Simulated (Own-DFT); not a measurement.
# Slab less bulk: wurtzite AlN, m plane (10-10)

Calculated, not measured: single-point runs of Own-DFT, a retired in-house plane-wave DFT program that no person has reviewed, on unrelaxed cells, without spin or spin-orbit coupling.

Limits (not all hold for every row): some atoms lie very close together; forces not confirmed at this smearing and k mesh; k mesh not checked against a denser one.

Both sets of runs: PBE; PseudoDojo norm-conserving scalar-relativistic files; cutoff 42 hartree; Gaussian smearing of 0.01 eV. The slab has 128 atoms in 16 layers, two equal faces of 62.02 Å² as cut, 15 Å of vacuum, a dipole correction along the normal and a 6 x 3 x 1 mesh. The bulk cell has 128 atoms, the same measured lattice constants and a 3 x 3 x 3 mesh. All atoms were moved at random; u is the rms move along one axis. Energies are counted from -174.06 eV for each atom.

| slab run | u (Å) | E (eV, cell) |
|---|---|---|
| 1 | 0.0200 | 20.008 |
| 2 | 0.0200 | 20.434 |
| 3 | 0.0201 | 20.238 |
| 4 | 0.0205 | 20.428 |
| 5 | 0.0206 | 21.022 |
| 6 | 0.0208 | 20.660 |
| 7 | 0.0485 | 27.501 |
| 8 | 0.0497 | 28.710 |
| 9 | 0.0541 | 30.209 |
| 10 | 0.0941 | 56.552 |
| 11 | 0.0983 | 53.102 |
| 12 | 0.1067 | 60.845 |

| bulk run | u (Å) | E (meV/atom) |
|---|---|---|
| 1 | 0.0192 | -2.58 |
| 2 | 0.0194 | -2.16 |
| 3 | 0.0196 | -2.57 |
| 4 | 0.0199 | -1.96 |
| 5 | 0.0921 | 249.24 |
| 6 | 0.0997 | 300.00 |
| 7 | 0.1034 | 348.06 |
| 8 | 0.1045 | 354.07 |
| 9 | 0.1056 | 356.73 |
| 10 | 0.1061 | 372.59 |

Q: what is the energy of the unrelaxed surface?

## Answer

Take each set to u = 0 with E = a + b u². Rows are weighted down as u grows, with residuals divided by u² + 0.0006 Å². Slab: a = 18.87 ± 0.14 eV. Bulk: a = -15.0 ± 0.5 meV/atom. The excess is 18.87 - 128 x (-0.0150) = 20.79 ± 0.15 eV. Over two faces that is 168 meV/Å², or 2.69 ± 0.02 J/m². Relaxing the faces would lower the energy, and the unlike meshes and the reach from the smallest u down to zero add errors that aren't counted here.
